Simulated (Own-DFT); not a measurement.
Simulation results for Hf₃₆O₇₁ (tetragonal hafnia with one neutral oxygen vacancy, atoms displaced)

All values are calculated (Own-DFT development build). A calculation, not a measurement: plane-wave PBE and HSE06 DFT by an unreviewed code, no spin, of a simulated cell at Gamma alone, so results move with cell size and shape, stress positive in tension, energies less offsets, not probed for a lower state with spin; hafnium file: forces about 75 meV/angstrom off all-electron values; oxygen file: force components 24 meV/angstrom off all-electron in a glass; k mesh not checked against a denser one; forces and stress are PBE's, HSE06 gives the energy alone, and its difference from PBE has offsets of its own; offsets are fitted by least squares, one for each functional and potential file, so energies compare only between cells with the same atoms and settings and are not formation energies; the far tail of each file's local potential was reset to the Coulomb form; each entry is a single point on an unrelaxed cell, so the pressure reflects the starting lattice, taken from the Materials Project, from which strain is counted, and rises with the displacements; printed positions are rounded, which can move forces by about a meV/angstrom; the program is a retired in-house code; no spin-orbit coupling.

Settings shared by all entries: first functional PBE; second functional HSE06; exact exchange share 0.25; screening 0.11 1/bohr; exchange divergence Gygi-Baldereschi; potential files PseudoDojo norm-conserving, scalar-relativistic, made for PBE, standard set; wave cutoff 48 hartree; occupations fixed; k mesh 1 x 1 x 1 centred on Gamma.

(1) Hf₃₆O₇₁ (tetragonal hafnia with one neutral oxygen vacancy, atoms displaced)

```
Hf36O71
1.0
     10.7800     0.0000     0.0000
      0.0000    10.7800     0.0000
      0.0000     0.0000    10.4493
Hf O Hf O Hf O Hf O Hf O Hf O Hf O Hf O Hf O Hf O Hf O Hf O Hf O Hf O Hf O Hf O Hf O Hf O
2 4 2 4 2 4 2 4 2 4 2 4 2 4 2 4 2 4 2 4 2 4 2 3 2 4 2 4 2 4 2 4 2 4 2 4
Direct
  0.99560 0.00060 0.99790
  0.16873 0.16666 0.24747
  0.00470 0.16384 0.15424
  0.16642 0.99567 0.34486
  0.00159 0.16690 0.39801
  0.16660 0.00146 0.09698
  0.99726 0.99377 0.49677
  0.16701 0.16544 0.75382
  0.00159 0.16763 0.65243
  0.16625 0.99801 0.84594
  0.99645 0.16606 0.90205
  0.16579 0.99949 0.59683
  0.00173 0.32983 0.99742
  0.16628 0.50275 0.24906
  0.99945 0.50049 0.15389
  0.16490 0.33612 0.34811
  0.00206 0.49928 0.40350
  0.16642 0.34107 0.09248
  0.99871 0.33087 0.50227
  0.16866 0.50263 0.75336
  0.00220 0.49852 0.64976
  0.17014 0.33079 0.84388
  0.99612 0.49875 0.90239
  0.16075 0.33039 0.59832
  0.00154 0.66568 0.00227
  0.16915 0.83622 0.25005
  0.00166 0.83487 0.14578
  0.16364 0.66714 0.35199
  0.00212 0.83729 0.40073
  0.17009 0.67045 0.09850
  0.00183 0.66647 0.50762
  0.16429 0.83328 0.74597
  0.99990 0.83682 0.65074
  0.16454 0.66796 0.84831
  0.00381 0.83270 0.90275
  0.16462 0.66452 0.59701
  0.33331 0.99628 0.00105
  0.49994 0.16963 0.24984
  0.33207 0.16360 0.15242
  0.49876 0.99803 0.34534
  0.33670 0.17259 0.40632
  0.50155 0.99868 0.10305
  0.33269 0.99539 0.50121
  0.49946 0.16432 0.74702
  0.33121 0.16379 0.64752
  0.49683 0.99700 0.84520
  0.32865 0.16740 0.89969
  0.49527 0.00406 0.59778
  0.33147 0.33011 0.99850
  0.49962 0.49705 0.24847
  0.33409 0.50470 0.15728
  0.49706 0.33256 0.34749
  0.33617 0.50391 0.40377
  0.49770 0.32860 0.09627
  0.33264 0.33376 0.49579
  0.50329 0.50175 0.75221
  0.33665 0.50460 0.64898
  0.50017 0.33540 0.84562
  0.33050 0.49747 0.90425
  0.49996 0.33122 0.60358
  0.33340 0.66653 0.99891
  0.49485 0.83255 0.25269
  0.33136 0.83383 0.15623
  0.49935 0.66753 0.35066
  0.33237 0.83321 0.40436
  0.49919 0.66467 0.10139
  0.33241 0.66829 0.49839
  0.50617 0.83540 0.74742
  0.33058 0.83097 0.65419
  0.33411 0.83412 0.90403
  0.50119 0.66059 0.59774
  0.67089 0.99990 0.00284
  0.83251 0.16345 0.24950
  0.66634 0.16552 0.15053
  0.83418 0.99622 0.35055
  0.66639 0.16404 0.40080
  0.83409 0.99654 0.10316
  0.66447 0.99925 0.49866
  0.83240 0.16789 0.75301
  0.66974 0.16977 0.65406
  0.83006 0.99621 0.84978
  0.66611 0.16960 0.89907
  0.83437 0.99954 0.59872
  0.66729 0.33044 0.00103
  0.83784 0.50052 0.25019
  0.66791 0.49932 0.15330
  0.83055 0.33268 0.34483
  0.66438 0.50668 0.40419
  0.83591 0.33504 0.10022
  0.66581 0.33449 0.50195
  0.82847 0.50512 0.75330
  0.66545 0.50660 0.65293
  0.83587 0.33482 0.85068
  0.66212 0.49907 0.90285
  0.83469 0.33170 0.59548
  0.67212 0.66446 0.99567
  0.83231 0.83395 0.24277
  0.66816 0.83287 0.15344
  0.83613 0.66297 0.34822
  0.66728 0.83201 0.39938
  0.83320 0.66401 0.09842
  0.66383 0.66852 0.49699
  0.83282 0.83526 0.74817
  0.66744 0.82810 0.65635
  0.82966 0.66659 0.84734
  0.66854 0.82802 0.89823
  0.83170 0.66572 0.59421
```

```
PBE energy of cell above offsets : -100.831 eV
HSE06 less PBE above offsets     : -0.136 eV
PBE pressure                     : 0.72 GPa
PBE stress xx                    : -0.41 GPa
PBE stress yy                    : -0.54 GPa
PBE stress zz                    : -1.22 GPa
PBE stress yz                    : -0.98 GPa
PBE stress xz                    : -0.03 GPa
PBE stress xy                    : -0.01 GPa
```

Force:
```csv
element,x (eV/Å),y (eV/Å),z (eV/Å)
Hf,1.461,-0.839,0.426
Hf,-0.549,-0.078,1.212
O,-0.905,0.153,-0.711
O,0.532,1.452,0.255
O,-0.23,-0.555,0.378
O,-0.09,-0.092,-0.424
Hf,0.49,1.55,0.186
Hf,0.272,-0.042,-1.679
O,-0.804,-0.205,0.63
O,-0.104,-0.009,0.285
O,0.002,-0.292,-0.012
O,0.002,-0.372,-0.307
Hf,-0.7,0.933,0.318
Hf,-0.218,-0.009,0.867
O,0.64,0.31,-0.509
O,0.592,-0.34,-0.683
O,-0.239,0.076,0.096
O,0.161,-0.452,0.416
Hf,0.616,0.208,-0.538
Hf,0.118,-0.575,-1.178
O,-0.723,0.533,0.991
O,-0.433,0.636,0.649
O,0.392,0.217,0.202
O,1.492,0.24,-0.228
Hf,0.457,0.153,0.009
Hf,-1.311,-0.995,-0.02
O,-0.264,-0.119,0.511
O,0.317,0.332,-0.537
O,-0.106,-1.319,-0.039
O,-0.747,-0.407,-0.099
Hf,-0.714,-0.749,-1.837
Hf,0.364,0.253,0.611
O,-0.386,-0.385,-0.021
O,0.045,-0.15,0.056
O,-0.609,0.005,-0.28
O,0.615,0.346,0.735
Hf,0.074,0.505,-0.057
Hf,-0.314,-0.779,0.067
O,0.384,0.32,-0.104
O,-0.043,0.499,0.598
O,-0.191,-1.723,-0.957
O,0.034,0.006,-1.089
Hf,-0.872,1.481,0.105
Hf,-0.619,0.957,-0.083
O,0.138,0.131,0.899
O,0.454,0.583,0.371
O,0.409,-0.679,0.366
O,1.394,-0.448,-0.039
Hf,0.285,0.202,-0.367
Hf,0.389,1.216,0.3
O,-0.099,-0.392,-0.461
O,0.454,0.25,0.18
O,-0.111,-0.592,-0.314
O,0.279,0.108,0.278
Hf,-0.65,0.699,1.422
Hf,-0.867,0.458,-0.446
O,-0.713,-0.282,0.965
O,-0.074,-0.729,0.316
O,0.223,0.632,-0.048
O,0.199,-0.062,-1.007
Hf,0.569,-0.16,0.216
Hf,1.025,-0.387,-0.478
O,0.503,0.244,-0.54
O,-0.172,0.04,-0.341
O,0.189,0.007,-0.488
O,0.331,0.304,-1.233
Hf,0.299,-1.032,0.715
Hf,-1.439,-1.327,0.813
O,0.892,0.158,-0.29
O,0.246,-0.594,0.126
O,-0.327,0.931,0.267
Hf,-1.218,-0.345,-0.181
Hf,0.818,0.764,0.868
O,0.282,-0.026,-0.203
O,-0.289,0.458,-0.387
O,-0.125,0.258,0.191
O,-0.235,0.483,-0.49
Hf,0.48,0.05,-0.32
Hf,0.799,0.36,-0.816
O,-0.474,-0.422,-0.293
O,0.051,0.665,0.393
O,0.188,-1.041,0.513
O,-0.911,-0.237,0.128
Hf,0.09,0.589,0.259
Hf,-0.532,-0.112,0.572
O,-0.223,-0.314,-0.119
O,-0.308,-0.28,0.165
O,-0.166,-1.678,-0.003
O,-0.088,-0.606,-0.66
Hf,0.213,0.245,-0.206
Hf,1.161,-0.889,-1.057
O,0.438,-0.733,0.204
O,-0.443,-0.04,-0.357
O,0.119,-0.004,-0.217
O,-1.096,0.113,0.459
Hf,-1.248,0.041,1.063
Hf,0.645,-1.019,1.387
O,-0.56,0.169,-0.563
O,-0.014,1.152,-0.515
O,-0.141,0.752,0.485
O,0.472,0.274,-0.308
Hf,0.273,-0.381,0.119
Hf,0.268,-0.489,-0.019
O,0.047,0.681,-1.002
O,0.271,0.383,0.238
O,-0.562,0.995,0.497
O,0.292,0.233,0.785
```

(2) Hf₃₆O₇₁ (tetragonal hafnia with one neutral oxygen vacancy, atoms displaced)

```
Hf36O71
1.0
     10.7800     0.0000     0.0000
      0.0000    10.7800     0.0000
      0.0000     0.0000    10.4493
Hf O Hf O Hf O Hf O Hf O Hf O Hf O Hf O Hf O Hf O Hf O Hf O Hf O Hf O Hf O Hf O Hf O Hf O
2 4 2 4 2 4 2 4 2 4 2 4 2 4 2 4 2 4 2 4 2 4 2 4 2 4 2 3 2 4 2 4 2 4 2 4
Direct
  0.99660 0.99795 0.99927
  0.16032 0.17243 0.24910
  0.99806 0.16540 0.15393
  0.16327 0.99743 0.34091
  0.99946 0.16043 0.39847
  0.16500 0.00448 0.10240
  0.99259 0.99374 0.50712
  0.17819 0.16209 0.76306
  0.99340 0.15771 0.65818
  0.16831 0.00417 0.84750
  0.99518 0.16831 0.90989
  0.16517 0.00361 0.59557
  0.99897 0.33219 0.99617
  0.15893 0.49976 0.25312
  0.00076 0.49976 0.15685
  0.16288 0.32822 0.33814
  0.00787 0.49729 0.40187
  0.16097 0.33241 0.08946
  0.00111 0.33671 0.50205
  0.16438 0.50012 0.75038
  0.99458 0.50122 0.65770
  0.16726 0.33645 0.85460
  0.99635 0.49790 0.91152
  0.17023 0.32840 0.59163
  0.99699 0.66676 0.00051
  0.16351 0.83035 0.25159
  0.00310 0.83147 0.15533
  0.16514 0.66712 0.34164
  0.99687 0.83658 0.40443
  0.16037 0.67176 0.09982
  0.00262 0.67078 0.49536
  0.16455 0.83258 0.75538
  0.99528 0.82111 0.64611
  0.17234 0.67166 0.84735
  0.00035 0.82288 0.89699
  0.16700 0.66381 0.59402
  0.32816 0.00024 0.99427
  0.51036 0.16913 0.24208
  0.32847 0.16428 0.15372
  0.49907 0.99814 0.35110
  0.33429 0.17206 0.39759
  0.50345 0.99584 0.09251
  0.33743 0.99983 0.50526
  0.49631 0.16868 0.74812
  0.33024 0.17152 0.65317
  0.50200 0.99401 0.84520
  0.32756 0.16739 0.89188
  0.49528 0.00237 0.60737
  0.33738 0.33688 0.99922
  0.50144 0.49223 0.24548
  0.33091 0.50200 0.15680
  0.49410 0.33709 0.34447
  0.33430 0.50314 0.39308
  0.49880 0.32705 0.09783
  0.33143 0.33771 0.50038
  0.49442 0.50626 0.75239
  0.33486 0.49570 0.64602
  0.49788 0.33540 0.85043
  0.33672 0.50346 0.90700
  0.49968 0.34070 0.58995
  0.33157 0.66673 0.99815
  0.49147 0.83709 0.25510
  0.32705 0.83613 0.14591
  0.50119 0.67252 0.33912
  0.33710 0.84001 0.39569
  0.50147 0.66646 0.09991
  0.33190 0.67006 0.49468
  0.50019 0.83134 0.75074
  0.33438 0.82763 0.65196
  0.50395 0.66445 0.84354
  0.32786 0.83264 0.90373
  0.50205 0.66968 0.59896
  0.67450 0.99799 0.00360
  0.82674 0.16292 0.24639
  0.66290 0.16726 0.14762
  0.82929 0.99631 0.35399
  0.66877 0.16607 0.41069
  0.83865 0.99998 0.09922
  0.67398 0.00435 0.50621
  0.83731 0.16109 0.75494
  0.65893 0.17665 0.65778
  0.83813 0.00192 0.84667
  0.83519 0.99442 0.59869
  0.66114 0.33329 0.99438
  0.82795 0.50932 0.24969
  0.66713 0.50168 0.15582
  0.83086 0.33013 0.35219
  0.66557 0.49995 0.40204
  0.83604 0.32585 0.09497
  0.66645 0.33753 0.49451
  0.83963 0.50532 0.75112
  0.66440 0.50684 0.64405
  0.83382 0.32306 0.85021
  0.66797 0.49332 0.90587
  0.83592 0.33961 0.59661
  0.66018 0.66622 0.99138
  0.82795 0.83467 0.24786
  0.66486 0.83618 0.15163
  0.83123 0.67269 0.35354
  0.67060 0.83788 0.41161
  0.83205 0.67156 0.10200
  0.66843 0.66633 0.49911
  0.84196 0.84826 0.75249
  0.67423 0.83614 0.64391
  0.83600 0.66189 0.84315
  0.66833 0.83352 0.90146
  0.83278 0.66514 0.59536
```

```
PBE energy of cell above offsets : -96.337 eV
HSE06 less PBE above offsets     : 0.107 eV
PBE pressure                     : 2.53 GPa
PBE stress xx                    : -1.07 GPa
PBE stress yy                    : -3.48 GPa
PBE stress zz                    : -3.05 GPa
PBE stress yz                    : -0.12 GPa
PBE stress xz                    : 0.16 GPa
PBE stress xy                    : 0.08 GPa
```

Force:
```csv
element,x (eV/Å),y (eV/Å),z (eV/Å)
Hf,2.225,0.819,1.603
Hf,0.669,-2.925,-0.075
O,-1.053,-0.249,-0.329
O,0.236,0.08,0.588
O,-0.337,0.645,1.328
O,-0.555,-0.437,-2.311
Hf,2.866,2.165,-2.29
Hf,-1.755,2.335,-2.736
O,1.364,0.274,0.107
O,-0.497,-2.442,1.006
O,0.52,-1.797,-0.908
O,0.224,-0.719,0.731
Hf,-0.643,-0.359,1.571
Hf,1.149,-0.653,-0.625
O,-1.503,0.372,-0.267
O,0.004,2.35,1.434
O,-0.31,0.794,0.488
O,1.489,0.115,0.592
Hf,-0.87,-1.93,-0.874
Hf,0.37,-0.234,-0.418
O,2.724,-0.162,-0.449
O,0.074,0.267,-1.496
O,0.278,1.087,-1.447
O,-1.603,0.796,1.072
Hf,-0.157,-0.85,1.435
Hf,0.716,2.129,-0.667
O,-1.652,0.321,-0.791
O,-0.016,0.028,1.552
O,0.272,-1.002,-0.317
O,0.913,-0.657,-1.123
Hf,-1.3,-0.223,0.418
Hf,0.702,0.193,-1.685
O,1.382,1.018,0.96
O,-0.216,-1.797,-0.15
O,-0.032,2.387,-0.227
O,0.078,-0.077,0.254
Hf,0.656,0.186,2.479
Hf,-4.475,-1.017,2.096
O,1.626,0.321,-0.991
O,0.424,1.325,-0.197
O,0.04,-0.785,1.483
O,-0.363,0.583,-0.111
Hf,-0.856,1.495,-1.793
Hf,0.414,-0.745,0.146
O,0.477,-0.184,-0.287
O,-0.12,1.192,0.345
O,0.649,0.075,1.232
O,0.834,-0.067,-0.595
Hf,-1.866,-0.862,0.881
Hf,-1.155,2.214,0.797
O,0.075,-0.408,-1.201
O,1.096,-1.269,-0.203
O,-0.324,0.169,1.344
O,0.388,0.568,0.15
Hf,1.095,-0.729,-1.534
Hf,1.399,-1.772,-2.494
O,-1.003,0.619,1.241
O,0.053,-0.037,-0.073
O,-0.016,-0.28,-1.026
O,-0.259,-0.457,0.625
Hf,-0.477,0.786,2.415
Hf,0.251,0.26,-1.292
O,0.728,-0.252,0.345
O,-0.03,-1.292,0.968
O,-0.406,-1.21,0.952
O,-0.361,-0.07,-1.699
Hf,1.145,-0.295,-0.195
Hf,1.084,0.824,-1.659
O,-0.853,0.263,0.297
O,-0.014,0.991,1.436
O,0.252,0.079,-0.877
O,-1.075,0.042,-0.426
Hf,-2.532,0.009,-0.439
Hf,2.535,1.357,1.328
O,1.761,-0.404,-0.753
O,-0.213,0.776,-0.722
O,-0.398,0.348,-1.442
O,-0.828,-0.145,0.169
Hf,-2.07,-1.608,-0.627
Hf,-0.936,3.205,-0.998
O,1.673,-0.831,0.432
O,-0.176,-0.168,1.962
O,-0.754,0.352,1.823
Hf,1.903,-1.594,0.237
Hf,0.813,-1.268,0.477
O,0.108,-0.323,-0.88
O,-0.113,0.649,-1.217
O,0.109,0.502,-1.095
O,-1.512,0.372,0.228
Hf,0.793,0.134,1.562
Hf,-2.733,-1.662,-0.83
O,0.028,-0.333,1.709
O,-0.584,1.206,-0.459
O,-0.202,1.439,-0.622
O,-0.312,-0.239,-0.028
Hf,0.633,0.042,1.53
Hf,0.104,-0.266,0.76
O,0.255,0.147,0.246
O,0.29,-0.887,-0.841
O,-0.256,-0.119,-1.068
O,-0.323,-0.392,-0.668
Hf,0.072,0.449,0.736
Hf,-2.13,-4.267,-1.777
O,-0.748,0.238,2.19
O,-0.289,1.88,0.939
O,0.439,0.028,-0.178
O,0.795,-0.553,-0.217
```
